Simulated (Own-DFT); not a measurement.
Simulation results for SiSnGe6 (diamond-structure random alloy, strained, atoms displaced)

All values are calculated (Own-DFT development build). A calculation, not a measurement: plane-wave density functional theory by an unreviewed code, no spin, of a simulated periodic cell, stress positive in tension, run twice, with PBE and with PBEsol, both on files made for PBE, so the change isn't that of files made for PBEsol, forces on such cells moved up to 12 meV/angstrom on a denser k mesh; the far tail of each file's local potential was reset to the Coulomb form; each entry is a single point on an unrelaxed cell, so the pressure reflects the starting lattice, mostly measured values (interpolated for alloys), from which strain is counted, and rises with the displacements; printed positions are rounded, which can move forces by about a meV/angstrom; the program, named Own-DFT, is a retired in-house code; no spin-orbit coupling; stress was not checked against mesh or cutoff.

Settings shared by all entries: functional PBE, then PBEsol; potential files PseudoDojo norm-conserving, scalar-relativistic, standard set; wave cutoff 49 hartree; occupations Fermi-Dirac; smearing width 0.1 eV; k mesh 3 x 3 x 3 centred on Gamma.

(1) SiSnGe6 (diamond-structure random alloy, strained, atoms displaced)

```cif
# cell vector a (Å): 11.3237 0.0000 0.0000
# cell vector b (Å): 0.0000 11.3237 0.0000
# cell vector c (Å): 0.0000 0.0000 11.4670
data_SiSnGe6
_symmetry_space_group_name_H-M 'P 1'
_symmetry_Int_Tables_number 1
_cell_length_a 11.3237
_cell_length_b 11.3237
_cell_length_c 11.4670
_cell_angle_alpha 90.000
_cell_angle_beta 90.000
_cell_angle_gamma 90.000
_cell_volume 1470.37
loop_
_atom_site_label
_atom_site_type_symbol
_atom_site_fract_x
_atom_site_fract_y
_atom_site_fract_z
_atom_site_occupancy
Ge1 Ge 0.00171 0.00460 0.99094 1
Sn1 Sn 0.00677 0.25600 0.24297 1
Ge2 Ge 0.25520 0.99860 0.24723 1
Ge3 Ge 0.25469 0.25272 0.99814 1
Sn2 Sn 0.12686 0.12701 0.12385 1
Ge4 Ge 0.12489 0.38540 0.38389 1
Si1 Si 0.37164 0.11744 0.38177 1
Si2 Si 0.37096 0.37653 0.12045 1
Ge5 Ge 0.00240 0.00002 0.50016 1
Ge6 Ge 0.99725 0.24667 0.74748 1
Ge7 Ge 0.24264 0.00127 0.74848 1
Ge8 Ge 0.25357 0.25186 0.49529 1
Ge9 Ge 0.12298 0.12485 0.61971 1
Ge10 Ge 0.11970 0.37899 0.87721 1
Ge11 Ge 0.37806 0.12664 0.87835 1
Ge12 Ge 0.36667 0.36545 0.63138 1
Ge13 Ge 0.99479 0.49906 0.99451 1
Ge14 Ge 0.99492 0.74932 0.24489 1
Ge15 Ge 0.24657 0.49863 0.25166 1
Ge16 Ge 0.24756 0.74438 0.99834 1
Si3 Si 0.12520 0.62265 0.12591 1
Ge17 Ge 0.12582 0.87804 0.37054 1
Sn3 Sn 0.37774 0.62180 0.37201 1
Ge18 Ge 0.37225 0.86829 0.12820 1
Ge19 Ge 0.00323 0.49870 0.49542 1
Ge20 Ge 0.99792 0.74768 0.74501 1
Ge21 Ge 0.25077 0.49982 0.74761 1
Ge22 Ge 0.25163 0.75238 0.49760 1
Ge23 Ge 0.12922 0.63264 0.62314 1
Sn4 Sn 0.11881 0.87223 0.87493 1
Sn5 Sn 0.37094 0.61936 0.87457 1
Ge24 Ge 0.37274 0.87448 0.62921 1
Si4 Si 0.49578 0.99770 0.99540 1
Ge25 Ge 0.50183 0.24714 0.24658 1
Ge26 Ge 0.75636 0.00061 0.24042 1
Ge27 Ge 0.74772 0.24650 0.98990 1
Ge28 Ge 0.63228 0.12049 0.12678 1
Ge29 Ge 0.63114 0.37291 0.37204 1
Ge30 Ge 0.87878 0.11581 0.38141 1
Si5 Si 0.87644 0.37286 0.12271 1
Sn6 Sn 0.49864 0.99380 0.50214 1
Si6 Si 0.49390 0.25111 0.75382 1
Ge31 Ge 0.74300 0.00073 0.74567 1
Ge32 Ge 0.74353 0.25063 0.50231 1
Sn7 Sn 0.61745 0.12193 0.62283 1
Ge33 Ge 0.62145 0.37746 0.87251 1
Ge34 Ge 0.87230 0.12161 0.87407 1
Ge35 Ge 0.87069 0.37980 0.62672 1
Ge36 Ge 0.50487 0.50261 0.99637 1
Ge37 Ge 0.49977 0.75158 0.24083 1
Ge38 Ge 0.75117 0.50298 0.24864 1
Ge39 Ge 0.75152 0.74904 0.00126 1
Si7 Si 0.62400 0.62334 0.12556 1
Ge40 Ge 0.61773 0.87608 0.37729 1
Ge41 Ge 0.87335 0.62008 0.37345 1
Sn8 Sn 0.87702 0.87778 0.12416 1
Ge42 Ge 0.50674 0.49598 0.50112 1
Ge43 Ge 0.49795 0.75213 0.75033 1
Ge44 Ge 0.74628 0.49983 0.75213 1
Si8 Si 0.74855 0.74690 0.50743 1
Ge45 Ge 0.62639 0.62706 0.62554 1
Ge46 Ge 0.63035 0.87491 0.87028 1
Ge47 Ge 0.87244 0.62726 0.87257 1
Ge48 Ge 0.87362 0.87525 0.63090 1
```

Results for SiSnGe6 (diamond-structure random alloy, strained, atoms displaced): PBE pressure 6.9 GPa; PBE stress xx -7.11 GPa; PBE stress yy -7.3 GPa; PBE stress zz -6.29 GPa; PBE stress yz -0.64 GPa; PBE stress xz -0.14 GPa; PBE stress xy 1.3 GPa; PBEsol pressure 3.98 GPa; PBEsol stress xx -4.19 GPa; PBEsol stress yy -4.37 GPa; PBEsol stress zz -3.37 GPa; PBEsol stress yz -0.61 GPa; PBEsol stress xz -0.14 GPa; PBEsol stress xy 1.24 GPa; rms change of force components from PBE to PBEsol 0.044 eV/Å.

Force:
```csv
force element,PBE force x (eV/Å),PBE force y (eV/Å),PBE force z (eV/Å),PBEsol force x (eV/Å),PBEsol force y (eV/Å),PBEsol force z (eV/Å)
Ge,-1.187,0.852,0.488,-1.163,0.825,0.474
Sn,-2.202,1.366,3.398,-2.091,1.286,3.345
Ge,0.485,-0.311,1.144,0.433,-0.346,1.078
Ge,0.385,0.987,-0.762,0.339,0.918,-0.773
Sn,1.954,-1.994,-1.921,1.905,-1.94,-1.877
Ge,1.194,-1.055,-0.748,1.16,-1.016,-0.726
Si,-0.329,1.443,-1.816,-0.328,1.414,-1.779
Si,0.779,0.076,0.48,0.762,0.072,0.468
Ge,-0.049,-1.004,0.314,-0.045,-0.955,0.295
Ge,0.011,0.429,0.135,0.007,0.415,0.131
Ge,1.368,0.871,-0.441,1.327,0.836,-0.443
Ge,-0.532,-0.581,-0.034,-0.554,-0.519,0.015
Ge,0.336,0.567,0.149,0.318,0.538,0.15
Ge,0.569,-0.738,-0.762,0.548,-0.711,-0.734
Ge,-0.225,-0.259,-0.54,-0.286,-0.235,-0.517
Ge,1.178,0.635,-0.405,1.097,0.646,-0.424
Ge,0.036,0.53,1.226,0.046,0.514,1.12
Ge,1.845,-1.5,1.45,1.761,-1.424,1.429
Ge,-0.548,-0.671,-1.602,-0.535,-0.649,-1.483
Ge,-0.498,0.251,2.227,-0.454,0.27,2.132
Si,-0.516,-0.132,-0.235,-0.505,-0.126,-0.229
Ge,-0.187,-0.512,0.102,-0.176,-0.49,0.107
Sn,0.451,0.22,0.318,0.43,0.218,0.311
Ge,0.175,0.778,-1.485,0.148,0.725,-1.399
Ge,-0.979,1.211,1.65,-0.941,1.17,1.578
Ge,-0.784,-0.88,-0.429,-0.762,-0.844,-0.414
Ge,-1.901,-1.118,-1.072,-1.841,-1.086,-1.039
Ge,-0.577,0.903,0.456,-0.564,0.876,0.454
Ge,-0.374,-0.88,-0.304,-0.362,-0.849,-0.291
Sn,0.736,-0.463,-0.374,0.714,-0.443,-0.369
Sn,0.924,0.691,-0.118,0.901,0.676,-0.117
Ge,-1.234,-0.801,0.801,-1.191,-0.783,0.776
Si,0.725,-0.37,0.736,0.709,-0.362,0.72
Ge,-0.822,0.013,0.296,-0.731,0.009,0.29
Ge,-1.608,0.869,3.136,-1.561,0.86,3.027
Ge,0.179,0.631,1.112,0.16,0.576,1.05
Ge,-1.3,0.329,-1.201,-1.225,0.34,-1.132
Ge,-0.591,0.067,-0.212,-0.573,0.064,-0.187
Ge,-1.059,1.09,-0.518,-1.023,1.043,-0.497
Si,-1.676,1.157,-1.359,-1.642,1.138,-1.337
Sn,-2.504,-0.985,-1.409,-2.398,-1.008,-1.333
Si,-0.152,0.36,0.537,-0.157,0.356,0.528
Ge,1.732,-0.71,1.268,1.688,-0.705,1.238
Ge,1.834,0.466,-0.93,1.775,0.46,-0.911
Sn,0.972,2.947,2.144,0.997,2.825,2.057
Ge,-0.109,-0.765,-0.204,-0.072,-0.705,-0.167
Ge,-0.092,0.143,-0.838,-0.09,0.143,-0.806
Ge,0.372,-0.477,-0.372,0.353,-0.471,-0.355
Ge,0.368,-1.043,1.992,0.349,-1.019,1.861
Ge,1.351,-0.041,0.17,1.259,0.001,0.195
Ge,-0.101,-0.617,-0.844,-0.087,-0.599,-0.744
Ge,-1.287,-0.946,-0.671,-1.209,-0.886,-0.695
Si,0.304,0.241,-0.344,0.295,0.24,-0.335
Ge,2.619,-1.852,-1.989,2.502,-1.778,-1.95
Ge,0.005,1.015,0.612,0.032,0.946,0.558
Sn,0.638,-0.185,-1.527,0.613,-0.18,-1.479
Ge,0.096,-0.949,0.906,0.105,-0.909,0.866
Ge,0.815,0.32,-0.5,0.793,0.314,-0.497
Ge,0.174,0.445,-0.16,0.169,0.437,-0.159
Si,0.336,0.483,-1.023,0.326,0.47,-0.998
Ge,-0.32,-0.125,0.15,-0.348,-0.163,0.187
Ge,-0.973,-0.096,0.848,-0.918,-0.115,0.783
Ge,-0.016,-0.259,-0.056,-0.013,-0.256,-0.052
Ge,-0.211,-0.072,-1.041,-0.177,-0.045,-0.971
```

(2) SiSnGe6 (diamond-structure random alloy, strained, atoms displaced)

```cif
# cell vector a (Å): 11.3237 0.0000 0.0000
# cell vector b (Å): 0.0000 11.3237 0.0000
# cell vector c (Å): 0.0000 0.0000 11.4670
data_SiSnGe6
_symmetry_space_group_name_H-M 'P 1'
_symmetry_Int_Tables_number 1
_cell_length_a 11.3237
_cell_length_b 11.3237
_cell_length_c 11.4670
_cell_angle_alpha 90.000
_cell_angle_beta 90.000
_cell_angle_gamma 90.000
_cell_volume 1470.37
loop_
_atom_site_label
_atom_site_type_symbol
_atom_site_fract_x
_atom_site_fract_y
_atom_site_fract_z
_atom_site_occupancy
Ge1 Ge 0.00243 0.00480 0.99478 1
Ge2 Ge 0.99467 0.24883 0.24664 1
Sn1 Sn 0.24929 0.00026 0.24966 1
Ge3 Ge 0.25365 0.24168 0.99387 1
Ge4 Ge 0.13019 0.12248 0.12696 1
Ge5 Ge 0.13205 0.37349 0.37125 1
Si1 Si 0.37300 0.11598 0.36779 1
Ge6 Ge 0.37587 0.37731 0.11339 1
Ge7 Ge 0.99455 0.00133 0.50172 1
Ge8 Ge 0.00475 0.24562 0.74692 1
Ge9 Ge 0.25126 0.99780 0.75452 1
Sn2 Sn 0.24802 0.24996 0.50202 1
Ge10 Ge 0.12384 0.12227 0.63510 1
Ge11 Ge 0.12444 0.37067 0.87897 1
Ge12 Ge 0.37256 0.11880 0.86847 1
Sn3 Sn 0.38080 0.36991 0.61692 1
Ge13 Ge 0.99566 0.50174 0.00587 1
Ge14 Ge 0.00525 0.75780 0.24451 1
Ge15 Ge 0.24502 0.49300 0.24841 1
Si2 Si 0.24550 0.74737 0.99796 1
Ge16 Ge 0.12220 0.62106 0.12287 1
Si3 Si 0.12845 0.87380 0.37566 1
Ge17 Ge 0.38010 0.62751 0.36742 1
Sn4 Sn 0.37361 0.86744 0.12317 1
Ge18 Ge 0.99757 0.50044 0.49944 1
Ge19 Ge 0.00728 0.74343 0.74396 1
Ge20 Ge 0.24611 0.49855 0.74664 1
Sn5 Sn 0.25496 0.75138 0.49459 1
Ge21 Ge 0.12006 0.61730 0.62023 1
Sn6 Sn 0.12398 0.86995 0.88556 1
Ge22 Ge 0.37578 0.62699 0.87638 1
Ge23 Ge 0.37167 0.87366 0.62035 1
Ge24 Ge 0.49818 0.00900 0.99803 1
Ge25 Ge 0.49600 0.24366 0.25338 1
Ge26 Ge 0.74908 0.99701 0.24216 1
Ge27 Ge 0.74858 0.25306 0.00081 1
Ge28 Ge 0.62769 0.11771 0.12655 1
Ge29 Ge 0.62231 0.37340 0.36369 1
Ge30 Ge 0.87719 0.11975 0.37660 1
Ge31 Ge 0.87600 0.36997 0.12028 1
Ge32 Ge 0.49128 0.99730 0.49840 1
Ge33 Ge 0.50059 0.25079 0.75250 1
Ge34 Ge 0.74146 0.99563 0.75094 1
Si4 Si 0.74827 0.24456 0.49766 1
Ge35 Ge 0.62727 0.12557 0.63014 1
Si5 Si 0.63025 0.38117 0.87425 1
Ge36 Ge 0.86941 0.12408 0.87545 1
Ge37 Ge 0.87592 0.37589 0.63097 1
Ge38 Ge 0.50010 0.49561 0.00268 1
Si6 Si 0.50415 0.75439 0.24954 1
Ge39 Ge 0.75525 0.49542 0.24993 1
Ge40 Ge 0.75065 0.75984 0.00527 1
Ge41 Ge 0.62327 0.62203 0.12534 1
Ge42 Ge 0.62196 0.87342 0.37272 1
Ge43 Ge 0.87277 0.62326 0.36894 1
Ge44 Ge 0.88261 0.88366 0.12498 1
Ge45 Ge 0.50089 0.50556 0.50151 1
Sn7 Sn 0.50373 0.74701 0.75096 1
Ge46 Ge 0.74631 0.50326 0.75322 1
Sn8 Sn 0.74893 0.74104 0.49923 1
Ge47 Ge 0.62369 0.63011 0.62385 1
Si7 Si 0.62141 0.87743 0.87281 1
Ge48 Ge 0.87660 0.62387 0.87870 1
Si8 Si 0.87597 0.87704 0.62288 1
```

The calculation gives: PBE pressure 6.9 GPa; PBE stress xx -7.18 GPa; PBE stress yy -7.17 GPa; PBE stress zz -6.33 GPa; PBE stress yz 0.18 GPa; PBE stress xz -0.64 GPa; PBE stress xy -0.26 GPa; PBEsol pressure 3.99 GPa; PBEsol stress xx -4.28 GPa; PBEsol stress yy -4.27 GPa; PBEsol stress zz -3.42 GPa; PBEsol stress yz 0.16 GPa; PBEsol stress xz -0.63 GPa; PBEsol stress xy -0.25 GPa; rms change of force components from PBE to PBEsol 0.042 eV/Å.

Force:
```csv
force element,PBE force x (eV/Å),PBE force y (eV/Å),PBE force z (eV/Å),PBEsol force x (eV/Å),PBEsol force y (eV/Å),PBEsol force z (eV/Å)
Ge,-1.2,1.434,1.426,-1.169,1.38,1.396
Ge,0.858,-0.154,0.357,0.837,-0.149,0.338
Sn,-1.026,-0.462,0.984,-1.013,-0.454,0.856
Ge,-0.277,0.5,0.399,-0.273,0.488,0.382
Ge,-1.784,1.713,-1.551,-1.73,1.658,-1.518
Ge,-2.475,0.474,-0.41,-2.393,0.467,-0.402
Si,1.618,1.466,1.722,1.596,1.439,1.691
Ge,-0.654,-1.345,1.361,-0.631,-1.301,1.313
Ge,1.143,-0.851,0.213,1.107,-0.764,0.19
Ge,-1.105,0.656,1.17,-1.063,0.636,1.136
Ge,0.108,-0.327,-1.205,0.11,-0.298,-1.165
Sn,-1.254,-3.203,-2.017,-1.251,-3.075,-1.935
Ge,-0.205,-1.148,-0.624,-0.205,-1.096,-0.595
Ge,-0.122,0.395,-0.199,-0.11,0.369,-0.206
Ge,0.771,0.921,0.211,0.739,0.894,0.215
Sn,1.242,2.203,2.424,1.205,2.15,2.365
Ge,0.335,-0.679,-0.78,0.322,-0.658,-0.75
Ge,-0.094,-0.555,0.747,-0.126,-0.564,0.682
Ge,1.161,0.949,-0.716,1.113,0.914,-0.69
Si,1.06,-2.723,0.894,1.042,-2.675,0.88
Ge,0.624,0.612,0.223,0.567,0.561,0.242
Si,-2.394,0.577,0.118,-2.349,0.564,0.112
Ge,0.748,-1.053,-1.007,0.698,-1.046,-0.924
Sn,1.207,-0.696,-1.434,1.167,-0.589,-1.393
Ge,-0.222,-0.692,-0.792,-0.205,-0.657,-0.753
Ge,-1.619,0.221,-0.273,-1.543,0.179,-0.238
Ge,-0.048,0.223,0.984,-0.053,0.218,0.95
Sn,-1.249,-1.279,0.134,-1.16,-1.282,0.174
Ge,0.524,0.075,0.312,0.502,0.069,0.315
Sn,-0.228,0.021,-1.862,-0.27,0.083,-1.863
Ge,-1.552,-1.291,0.917,-1.475,-1.28,0.855
Ge,0.62,1.642,1.42,0.61,1.595,1.364
Ge,0.763,-0.78,-0.728,0.713,-0.73,-0.685
Ge,-0.225,0.043,-0.946,-0.17,0.083,-0.945
Ge,0.426,-0.215,1.345,0.416,-0.208,1.291
Ge,-0.525,-0.299,-0.414,-0.461,-0.321,-0.366
Ge,-0.521,1.403,-0.371,-0.506,1.353,-0.36
Ge,0.373,-0.114,1.609,0.343,-0.089,1.528
Ge,-1.02,0.695,-0.426,-0.951,0.646,-0.438
Ge,-0.233,0.417,0.5,-0.227,0.405,0.49
Ge,0.871,0.744,-0.142,0.864,0.672,-0.106
Ge,1.279,-0.441,1.262,1.209,-0.468,1.184
Ge,1.105,-0.337,-0.088,1.068,-0.254,-0.094
Si,0.137,0.689,0.126,0.132,0.673,0.122
Ge,-0.461,0.039,-1.074,-0.474,0.005,-0.993
Si,-0.797,-0.785,0.329,-0.78,-0.769,0.322
Ge,0.149,0.225,-0.545,0.155,0.217,-0.522
Ge,-0.565,-0.563,-0.837,-0.512,-0.52,-0.789
Ge,0.73,0.771,-1.181,0.671,0.775,-1.106
Si,0.76,-1.533,0.395,0.748,-1.5,0.397
Ge,-0.409,-0.052,-0.822,-0.403,-0.051,-0.797
Ge,-0.227,-0.428,-0.593,-0.187,-0.443,-0.547
Ge,0.39,0.592,0.433,0.406,0.544,0.393
Ge,-0.388,0.783,-0.407,-0.352,0.782,-0.364
Ge,1.735,-0.462,-0.865,1.671,-0.464,-0.83
Ge,-0.208,-0.303,-0.382,-0.21,-0.3,-0.37
Ge,1.16,0.525,-1.708,1.119,0.514,-1.656
Sn,-0.873,1.209,0.208,-0.892,1.123,0.152
Ge,0.364,0.035,-0.225,0.394,0.071,-0.25
Sn,0.981,1.919,-0.363,0.908,1.826,-0.388
Ge,0.046,-2.965,0.347,0.038,-2.883,0.329
Si,0.855,0.857,1.682,0.843,0.849,1.652
Ge,-0.393,0.763,-0.317,-0.376,0.73,-0.307
Si,0.21,-0.052,1.05,0.21,-0.046,1.028
```

(3) SiSnGe6 (diamond-structure random alloy, strained, atoms displaced)

```cif
# cell vector a (Å): 11.3237 0.0000 0.0000
# cell vector b (Å): 0.0000 11.3237 0.0000
# cell vector c (Å): 0.0000 0.0000 11.4670
data_SiSnGe6
_symmetry_space_group_name_H-M 'P 1'
_symmetry_Int_Tables_number 1
_cell_length_a 11.3237
_cell_length_b 11.3237
_cell_length_c 11.4670
_cell_angle_alpha 90.000
_cell_angle_beta 90.000
_cell_angle_gamma 90.000
_cell_volume 1470.37
loop_
_atom_site_label
_atom_site_type_symbol
_atom_site_fract_x
_atom_site_fract_y
_atom_site_fract_z
_atom_site_occupancy
Ge1 Ge 0.00136 0.00278 0.99723 1
Si1 Si 0.00172 0.24337 0.24833 1
Ge2 Ge 0.25050 0.99564 0.25190 1
Si2 Si 0.25020 0.25539 0.00640 1
Ge3 Ge 0.12281 0.12703 0.12509 1
Ge4 Ge 0.13157 0.37662 0.37490 1
Ge5 Ge 0.37112 0.12874 0.37119 1
Ge6 Ge 0.37378 0.37393 0.12122 1
Ge7 Ge 0.99794 0.99953 0.49931 1
Sn1 Sn 0.99869 0.25516 0.75500 1
Ge8 Ge 0.25083 0.00225 0.75616 1
Ge9 Ge 0.25265 0.25113 0.49825 1
Ge10 Ge 0.13257 0.12094 0.63097 1
Sn2 Sn 0.12270 0.38111 0.87713 1
Ge11 Ge 0.37316 0.12442 0.87876 1
Ge12 Ge 0.38010 0.38038 0.62635 1
Ge13 Ge 0.99966 0.49616 0.00280 1
Ge14 Ge 0.00261 0.74712 0.25273 1
Sn3 Sn 0.25965 0.50136 0.24507 1
Sn4 Sn 0.24450 0.75776 0.00070 1
Ge15 Ge 0.12241 0.62877 0.11786 1
Ge16 Ge 0.12855 0.87582 0.37931 1
Si3 Si 0.36896 0.62676 0.37623 1
Sn5 Sn 0.37250 0.87321 0.12703 1
Ge17 Ge 0.00168 0.50150 0.50028 1
Ge18 Ge 0.99964 0.75847 0.75441 1
Ge19 Ge 0.24578 0.50342 0.74755 1
Ge20 Ge 0.25157 0.75326 0.50547 1
Ge21 Ge 0.12093 0.62267 0.61961 1
Ge22 Ge 0.12497 0.87542 0.87152 1
Ge23 Ge 0.37345 0.62194 0.86807 1
Ge24 Ge 0.37112 0.88090 0.62001 1
Ge25 Ge 0.50062 0.00137 0.00607 1
Ge26 Ge 0.49929 0.24665 0.24968 1
Ge27 Ge 0.74698 0.99897 0.25642 1
Ge28 Ge 0.75312 0.25476 0.99458 1
Ge29 Ge 0.62308 0.12142 0.12548 1
Sn6 Sn 0.63116 0.38124 0.37497 1
Ge30 Ge 0.87778 0.12459 0.37187 1
Sn7 Sn 0.87083 0.37185 0.12841 1
Ge31 Ge 0.49985 0.00617 0.49692 1
Ge32 Ge 0.50051 0.25618 0.75348 1
Si4 Si 0.74533 0.99185 0.75907 1
Ge33 Ge 0.75344 0.25387 0.50576 1
Ge34 Ge 0.62451 0.11978 0.63059 1
Ge35 Ge 0.62593 0.37772 0.87279 1
Ge36 Ge 0.86861 0.11283 0.87961 1
Ge37 Ge 0.86768 0.37407 0.62890 1
Si5 Si 0.50461 0.49481 0.00455 1
Si6 Si 0.50001 0.75668 0.24517 1
Ge38 Ge 0.74610 0.49805 0.25005 1
Ge39 Ge 0.75490 0.74936 0.99551 1
Ge40 Ge 0.62338 0.62238 0.13290 1
Si7 Si 0.61815 0.87508 0.37261 1
Ge41 Ge 0.87657 0.62216 0.37463 1
Ge42 Ge 0.88095 0.87077 0.12022 1
Ge43 Ge 0.49501 0.49739 0.50270 1
Ge44 Ge 0.49926 0.74826 0.74388 1
Ge45 Ge 0.75156 0.49491 0.75374 1
Si8 Si 0.75055 0.75559 0.49641 1
Sn8 Sn 0.62327 0.62929 0.63005 1
Ge46 Ge 0.62366 0.87103 0.87315 1
Ge47 Ge 0.87932 0.63212 0.87695 1
Ge48 Ge 0.87975 0.87884 0.62179 1
```

The calculation gives: PBE pressure 6.91 GPa; PBE stress xx -7.21 GPa; PBE stress yy -7.05 GPa; PBE stress zz -6.46 GPa; PBE stress yz -0.53 GPa; PBE stress xz -0.29 GPa; PBE stress xy -0.54 GPa; PBEsol pressure 3.99 GPa; PBEsol stress xx -4.29 GPa; PBEsol stress yy -4.13 GPa; PBEsol stress zz -3.54 GPa; PBEsol stress yz -0.51 GPa; PBEsol stress xz -0.28 GPa; PBEsol stress xy -0.51 GPa; rms change of force components from PBE to PBEsol 0.043 eV/Å.

Force:
```csv
force element,PBE force x (eV/Å),PBE force y (eV/Å),PBE force z (eV/Å),PBEsol force x (eV/Å),PBEsol force y (eV/Å),PBEsol force z (eV/Å)
Ge,0.221,-0.519,0.386,0.205,-0.509,0.369
Si,0.743,0.155,1.227,0.731,0.144,1.206
Ge,-1.312,1.669,0.937,-1.27,1.619,0.918
Si,0.277,-1.268,-0.127,0.275,-1.246,-0.116
Ge,0.66,-0.063,-0.021,0.638,-0.125,-0.032
Ge,-1.472,-1.042,0.198,-1.395,-0.992,0.225
Ge,0.161,-0.284,0.152,0.16,-0.273,0.15
Ge,1.941,-1.332,-1.015,1.883,-1.285,-0.913
Ge,0.922,0.63,0.03,0.894,0.595,0.033
Sn,-1.643,-3.013,-1.571,-1.602,-2.922,-1.532
Ge,0.334,-0.477,-0.411,0.314,-0.46,-0.407
Ge,0.009,-0.053,0.861,0.016,-0.05,0.823
Ge,-0.349,0.226,-1.318,-0.332,0.216,-1.274
Sn,2.574,0.404,1.478,2.457,0.437,1.404
Ge,0.226,0.865,0.56,0.241,0.805,0.513
Ge,-1.142,-0.771,0.258,-1.097,-0.743,0.243
Ge,-0.805,2.618,0.52,-0.77,2.559,0.5
Ge,0.074,0.237,-0.133,0.075,0.222,-0.14
Sn,-1.389,0.856,0.097,-1.393,0.775,0.051
Sn,-0.328,-2.436,-2.341,-0.341,-2.372,-2.279
Ge,-1.444,-0.995,1.144,-1.407,-0.963,1.108
Ge,-0.532,-0.278,-0.14,-0.512,-0.268,-0.136
Si,1.967,1.487,0.977,1.902,1.432,0.99
Sn,1.788,1.559,0.99,1.687,1.576,0.918
Ge,-0.714,-0.946,-0.222,-0.684,-0.899,-0.216
Ge,0.001,-0.879,-1.18,0.001,-0.845,-1.132
Ge,1.033,0.467,-1.158,1.01,0.464,-1.122
Ge,-0.265,-0.745,-0.73,-0.291,-0.683,-0.681
Ge,0.266,1.07,0.917,0.267,1.029,0.888
Ge,-0.955,1.673,-0.671,-0.934,1.625,-0.65
Ge,0.982,-0.237,0.623,0.92,-0.205,0.558
Ge,0.721,0.168,0.846,0.691,0.154,0.819
Ge,0.714,0.338,-1.593,0.693,0.337,-1.539
Ge,-0.275,-0.025,-0.724,-0.274,-0.033,-0.704
Ge,0.158,-0.526,-0.731,0.18,-0.46,-0.735
Ge,-1.643,-1.9,-0.612,-1.594,-1.844,-0.596
Ge,0.815,0.809,0.016,0.774,0.779,0.02
Sn,-1.741,-1.629,0.991,-1.689,-1.585,0.963
Ge,-0.147,0.389,0.446,-0.176,0.337,0.465
Sn,0.962,-0.148,0.374,0.889,-0.1,0.311
Ge,-0.074,-0.425,-0.255,-0.109,-0.382,-0.212
Ge,-0.25,-0.829,-0.232,-0.236,-0.793,-0.229
Si,0.488,0.303,-1.177,0.481,0.296,-1.147
Ge,0.141,-1.766,0.073,0.142,-1.694,0.077
Ge,0.474,0.397,0.249,0.421,0.423,0.206
Ge,-0.229,-0.043,0.905,-0.179,-0.079,0.836
Ge,-0.519,0.466,-0.327,-0.461,0.492,-0.267
Ge,0.509,1.106,-0.971,0.48,1.066,-0.936
Si,-0.443,0.583,-0.603,-0.43,0.566,-0.585
Si,0.948,-1.971,2.339,0.921,-1.947,2.222
Ge,1.227,2.697,-0.421,1.188,2.618,-0.41
Ge,-0.981,-0.05,0.843,-0.93,-0.045,0.804
Ge,-0.185,0.684,-1.041,-0.117,0.643,-1.002
Si,0.508,-0.27,0.368,0.498,-0.184,0.365
Ge,-0.572,0.59,0.15,-0.517,0.541,0.115
Ge,-0.348,0.491,0.829,-0.33,0.469,0.789
Ge,-0.816,1.348,-0.773,-0.771,1.272,-0.705
Ge,-2.088,2.091,1.832,-2.022,2.02,1.786
Ge,0.666,0.857,0.542,0.638,0.815,0.52
Si,0.322,0.351,-0.646,0.359,0.313,-0.597
Sn,1.7,-1.089,-1.748,1.604,-1.098,-1.653
Ge,-0.536,-0.01,0.473,-0.545,-0.05,0.49
Ge,0.056,-1.289,-0.294,0.05,-1.239,-0.274
Ge,-1.39,-0.277,0.55,-1.279,-0.264,0.536
```
